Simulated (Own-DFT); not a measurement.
# Strain and stress in grey tin, 32 atoms (Sn32)

All numbers below are calculated, not measured. They come from Own-DFT, an in-house plane-wave density functional program, since retired, whose code no person has reviewed. Each row is one single-point run on a periodic cell that was not relaxed, without spin or spin-orbit coupling.

Settings of every run: PBE; PseudoDojo norm-conserving scalar-relativistic files; cutoff 42 hartree; 3 x 3 x 5 k mesh centred on Gamma; cold (Marzari-Vanderbilt) smearing of 0.2 eV.

Known limits: forces on such cells failed a check on a denser k mesh; stress not checked against mesh or cutoff.

Unstrained cell vectors in Å: (12.978, 0.000, 0.000); (0.000, 12.978, 0.000); (0.000, 0.000, 6.489). The unstrained cell has measured lattice constants (interpolated for alloys), not those of this functional. That, the random moves and any unrelaxed bonds set the pressure at no strain. Each run strains this cell uniformly, with the atoms carried along. Every atom was also moved at random, by a Gaussian of width 0.05 Å on each axis. Strain is the symmetric tensor, in per cent. Stress is positive in tension, and the pressure is minus a third of its trace.

| run | e_xx (%) | e_yy (%) | e_zz (%) | s_xx (GPa) | s_yy (GPa) | s_zz (GPa) | P (GPa) | E (meV/atom) |
|---|---|---|---|---|---|---|---|---|
| 1 | -0.50 | -0.50 | 0.00 | -4.16 | -4.27 | -4.08 | 4.17 | 40.4 |
| 2 | 3.00 | 3.00 | 0.00 | -0.60 | -0.64 | -1.42 | 0.89 | 0.0 |
| 3 | -1.00 | -1.00 | 0.00 | -4.84 | -4.85 | -4.55 | 4.75 | 49.8 |
| 4 | 1.25 | 1.25 | 0.00 | -2.31 | -2.31 | -2.69 | 2.44 | 20.3 |
| 5 | 0.75 | 0.75 | 0.00 | -2.71 | -2.81 | -2.97 | 2.83 | 16.5 |
| 6 | 0.25 | 0.25 | 0.00 | -3.33 | -3.26 | -3.32 | 3.30 | 21.0 |
| 7 | -2.50 | -2.50 | 0.00 | -6.85 | -6.80 | -6.17 | 6.61 | 86.6 |
| 8 | -1.50 | -1.50 | 0.00 | -5.53 | -5.49 | -5.15 | 5.39 | 68.3 |
| 9 | 1.75 | 1.75 | 0.00 | ? | ? | ? | ? | ? |

E is the free energy for each atom above the lowest run shown.

## Worked fit

The change of volume is close to e_xx + e_yy + e_zz. A straight line through the runs shown gives P = 3.78 - 52 x (fractional change of volume) GPa, with an error of 2 on the slope and a scatter of 0.20 GPa. The strain isn't the same on all axes, but the crystal is cubic, so the slope still estimates the bulk modulus, averaged over pressures from 0.9 to 6.6 GPa.

## Withheld run

Question: what pressure should run 9 give? Its volume changes by 3.53 %.

The line gives 1.9 GPa. The calculation gave 1.94 GPa.
